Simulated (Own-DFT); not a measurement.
# Response to strain: hcp Hf, 36 atoms (Hf36)

Calculated results; nothing here was measured. The program, named Own-DFT, is a retired in-house plane-wave density functional code that no person has reviewed. Each row is one single-point run on a periodic cell that was not relaxed, without spin or spin-orbit coupling.

Settings of every run: PBE; PseudoDojo norm-conserving scalar-relativistic files; cutoff 42 hartree; 4 x 4 x 4 k mesh centred on Gamma; cold (Marzari-Vanderbilt) smearing of 0.2 eV.

Known limits: hafnium file: forces about 75 meV/angstrom off all-electron values; forces on such cells passed a denser k mesh, each cell not checked; stress not checked against mesh or cutoff.

Unstrained cell vectors in Å: (9.589, 0.000, 0.000); (-4.795, 8.304, 0.000); (0.000, 0.000, 10.102). The unstrained cell has measured lattice constants (interpolated for alloys), not those of this functional. That, the random moves and any unrelaxed bonds set the pressure at no strain. Each run strains this cell uniformly, with the atoms carried along. Every atom was also moved at random, by a Gaussian of width 0.05 Å on each axis. Strain is the symmetric tensor, in per cent. Stress is positive in tension, and the pressure is minus a third of its trace.

```
run,e_xx (%),e_yy (%),e_zz (%),e_yz (%),e_xz (%),e_xy (%),s_xx (GPa),s_yy (GPa),s_zz (GPa),s_yz (GPa),s_xz (GPa),s_xy (GPa),P (GPa),E (meV/atom)
1,0.76,-0.09,-0.79,-0.38,1.49,-1.39,-0.48,-1.59,-2.70,-0.20,1.51,-1.79,1.59,7.1
2,-1.24,-0.19,1.61,1.61,1.07,1.66,-2.75,-1.44,0.46,1.48,0.79,2.13,1.24,15.0
3,0.80,1.39,1.12,-1.43,0.41,0.33,1.65,2.65,2.01,-1.41,0.33,0.28,-2.11,7.0
4,-1.09,1.03,-1.45,0.08,-0.20,0.53,-4.27,-0.84,-4.86,0.08,-0.17,0.79,3.32,16.3
5,1.25,-1.66,-1.69,0.19,1.22,0.00,-1.40,-4.79,-5.51,0.28,1.20,0.05,3.90,11.0
6,-1.10,-1.54,-0.28,1.05,1.36,-1.78,-4.91,-5.67,-4.49,1.14,1.46,-2.76,5.02,31.1
7,-0.62,-1.53,1.49,1.04,0.10,1.36,-2.26,-3.92,-0.28,1.00,0.08,2.02,2.15,16.1
8,0.94,1.09,-0.32,-0.73,1.81,0.40,0.94,0.99,-1.27,-0.78,1.73,0.52,-0.22,15.3
9,1.64,-1.86,0.99,-1.11,0.42,0.47,1.07,-3.06,0.29,-1.17,0.30,0.83,0.57,9.9
10,-1.88,-0.25,-1.75,-0.60,1.76,-0.40,-6.78,-4.61,-7.69,-0.63,1.90,-0.31,6.36,39.4
11,-1.80,-1.48,1.11,-1.19,-1.32,-0.40,-5.58,-4.53,-1.80,-1.18,-1.29,-0.80,3.97,22.0
12,0.96,-1.05,0.23,-1.42,-0.46,-1.99,0.05,-2.98,-1.20,-1.49,-0.47,-2.60,1.38,18.2
13,-1.85,-0.57,0.49,-1.59,-1.50,-0.92,-5.16,-3.23,-2.51,-1.59,-1.45,-1.11,3.63,17.0
14,-0.27,0.51,0.93,0.84,1.34,0.26,-0.97,0.17,0.24,0.76,1.26,0.49,0.19,9.3
15,-0.45,-0.49,1.03,-0.24,0.72,-0.01,-1.62,-1.82,-0.10,-0.27,0.72,-0.09,1.18,0.0
16,-0.53,0.35,1.50,1.20,0.95,1.26,?,?,?,?,?,?,?,?
```

E is the free energy for each atom above the lowest run shown.

## Worked fit

Each stress component was fitted by least squares to a constant and the strains of the runs shown, as fractions, with shears doubled. Shear strains stay in the fit of a normal stress only where such slopes are resolved. The slopes, in GPa:

```
stress,at no strain,per e_xx,per e_yy,per e_zz,scatter
s_xx,-1.5,200 ± 5,65 ± 5,78 ± 5,0.22
s_yy,-1.4,67 ± 5,198 ± 6,71 ± 5,0.23
s_zz,-1.8,81 ± 5,67 ± 5,215 ± 5,0.22
```

Each shear stress against twice its own strain: yz 51 ± 2, xz 50 ± 1, xy 71 ± 3 GPa. These are stiffnesses along x, y and z of the frame in which the cell vectors are given, which need not be the crystal's axes. The atoms are held to the strained lattice; where symmetry lets them move under strain, relaxing them would lower some slopes. The table should be nearly symmetric about its diagonal, and what it lacks of that shows the noise. A ninth of its sum, 116 ± 2 GPa, estimates the bulk modulus near the mean pressure of these runs, 2.1 GPa, so it lies above the value at zero pressure.

## Withheld run

Question: what normal stresses and pressure should run 16 give?

The fit gives s_xx = -1.1, s_yy = 0.0, s_zz = 1.2 and P = 0.0 GPa. The calculation gave -1.37, -0.01, 0.99 and P = 0.13 GPa.
